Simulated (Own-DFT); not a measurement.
# Computed records: SiGe3 (diamond-structure random alloy, atoms displaced)

Computed with Own-DFT development build. A calculation, not a measurement: plane-wave PBEsol density functional theory by an unreviewed code, no spin, of a simulated periodic cell, stress positive in tension, free energy of the whole cell less one offset for each atom, forces on such cells passed a denser k mesh, this cell's mesh not checked; offsets are fitted by least squares, one for each functional and potential file, so energies compare only between cells with the same atoms and settings and are not formation energies; the far tail of each file's local potential was reset to the Coulomb form; each entry is a single point on an unrelaxed cell, so the pressure reflects the starting lattice, mostly measured values, from which strain is counted, and rises with the displacements; printed positions are rounded, which can move forces by about a meV/angstrom; the program is a retired in-house code; no spin-orbit coupling.

```xyz
64
Lattice="11.2025 0.0000 0.0000 0.0000 11.2025 0.0000 0.0000 0.0000 11.2025" Properties=species:S:1:pos:R:3:force_x:R:1:force_y:R:1:force_z:R:1 formula=SiGe3 functional=PBEsol potential_files=PseudoDojo_norm-conserving,scalar-relativistic,made_for_PBE,standard_set wave_cutoff=42 occupations=Fermi-Dirac smearing_width=0.1 hardware=one_NVIDIA_H200 k_mesh=3_x_3_x_3_centred_on_Gamma free_energy_of_cell_above_offsets=-1.450 pressure=0.68 stress_xx=-0.68 stress_yy=-0.69 stress_zz=-0.68 stress_yz=0.66 stress_xz=0.33 stress_xy=-0.06 wall_time=604.6
Ge    11.1768    11.1877    11.2022      0.473     -0.389     -0.201
Si     0.0087     2.8162     2.8033      0.073     -0.484      0.074
Ge     2.7916     0.0016     2.8029     -0.088     -0.198     -0.398
Si     2.7991     2.8470    11.1541      0.351     -0.535      0.857
Ge     1.4071     1.3864     1.3877      -0.16      0.815     -0.138
Ge     1.4327     4.1825     4.1759     -0.123     -0.061      0.129
Ge     4.1456     1.3869     4.1678      0.596      0.273      0.627
Ge     4.1848     4.2727     1.4272      0.056     -0.857     -1.047
Ge    11.1943     0.0055     5.5916      0.639     -0.262      0.104
Si     0.0271     2.8347     8.3993     -0.149     -0.672      0.209
Si     2.7906    11.1982     8.3599      0.374     -0.396       0.38
Ge     2.7920     2.7749     5.6868      0.711      0.791     -0.862
Ge     1.4159     1.4016     6.9763     -0.694      -0.24      1.054
Ge     1.4106     4.1915     9.8294     -0.486      0.053     -0.159
Ge     4.2183     1.3850     9.8371         -1      0.595     -0.952
Si     4.2067     4.2443     6.9909     -0.308     -0.417      0.418
Ge    11.1745     5.6106     0.0349      0.488      0.089     -0.312
Ge     0.0407     8.4037     2.7713      -0.39     -0.403      0.566
Ge     2.7956     5.6327     2.7340     -0.246       0.37      0.944
Si     2.8190     8.3651     0.0264     -0.146      0.028     -0.004
Si     1.3746     6.9610     1.3985      0.322      0.728     -0.474
Ge     1.4500     9.8128     4.2229     -0.482     -0.227     -0.104
Ge     4.2157     7.0444     4.1948     -0.263     -0.626     -0.025
Si     4.1352     9.8339     1.3996      0.447     -0.671     -0.137
Si     0.0713     5.5621     5.5870     -0.767      0.729      0.075
Ge    11.1659     8.3734     8.4405      0.639      1.095     -0.171
Ge     2.8039     5.5878     8.4475      0.149      0.129     -0.708
Ge     2.8101     8.3872     5.6108      0.536      0.662      0.142
Ge     1.4311     7.0766     7.0207     -0.579     -1.212      0.013
Si     1.4756     9.7833     9.8254     -0.363     -0.024     -0.184
Ge     4.2608     6.9855     9.7726     -0.594     -0.162      1.136
Si     4.2307     9.8191     6.9702     -0.109      0.172      0.307
Ge     5.5504     0.0224    11.1877      0.374     -0.788      0.829
Ge     5.5608     2.7858     2.7382     -0.104     -0.075       0.45
Ge     8.3696     0.0114     2.8127      0.378     -0.366      0.534
Si     8.4197     2.7564    11.1686     -0.234      0.295      0.717
Ge     6.9869     1.3478     1.4443      0.129      0.767     -1.099
Ge     7.0134     4.1104     4.1558     -0.409      0.754      0.352
Ge     9.8344     1.3588     4.2380     -0.473      1.107     -0.627
Ge     9.8437     4.1981     1.4025     -0.967     -0.515       0.31
Si     5.5797     0.0001     5.5505     -0.256      0.506      0.831
Ge     5.5839     2.8056     8.3744      0.076      0.309      0.109
Ge     8.3615    11.1864     8.4278      0.627      0.129     -0.557
Ge     8.3666     2.7997     5.6688      0.891      -0.06     -0.854
Ge     7.0410     1.4108     6.9963     -1.242      -0.74      0.064
Ge     7.0468     4.2234     9.8124     -0.161      -1.04      0.057
Ge     9.7829     1.3849     9.8045      0.501      0.452     -0.407
Ge     9.8103     4.1691     7.0304      0.666      0.474     -0.373
Ge     5.6683     5.5676     0.0187     -0.159      0.698      0.151
Ge     5.6010     8.4259     2.8338     -0.135      0.336     -1.045
Si     8.3741     5.5645     2.8187      0.652      0.204     -0.031
Ge     8.3674     8.3484     0.0031      0.882      1.037     -0.329
Ge     7.0976     7.0359     1.4058      -1.19     -0.946      0.904
Ge     6.9286     9.8469     4.2276      0.858     -0.545      0.208
Si     9.7577     6.9855     4.1853      0.528     -0.342      0.251
Ge     9.7697     9.7942     1.4311      0.069     -0.124      -0.36
Ge     5.5738     5.6052     5.6284        0.4     -0.275     -0.534
Ge     5.5879     8.4262     8.4850      0.282      0.523     -1.185
Ge     8.4044     5.5707     8.4088      0.342      0.394     -0.085
Si     8.3735     8.3644     5.5780      0.123      0.263     -0.071
Ge     7.0005     6.9909     7.0399      0.002       0.43     -0.163
Ge     7.0256     9.8307     9.8329     -0.522     -0.333      0.308
Ge     9.8013     7.0054     9.8101     -0.297     -0.439      0.037
Ge     9.8023     9.8275     6.9489     -0.541     -0.782      0.449
```

Units: wave_cutoff in hartree; smearing_width, free_energy_of_cell_above_offsets in eV; pressure, stress_xx, stress_yy, stress_zz, stress_yz, stress_xz, stress_xy in GPa; wall_time in s; force_x, force_y, force_z in eV/Å.
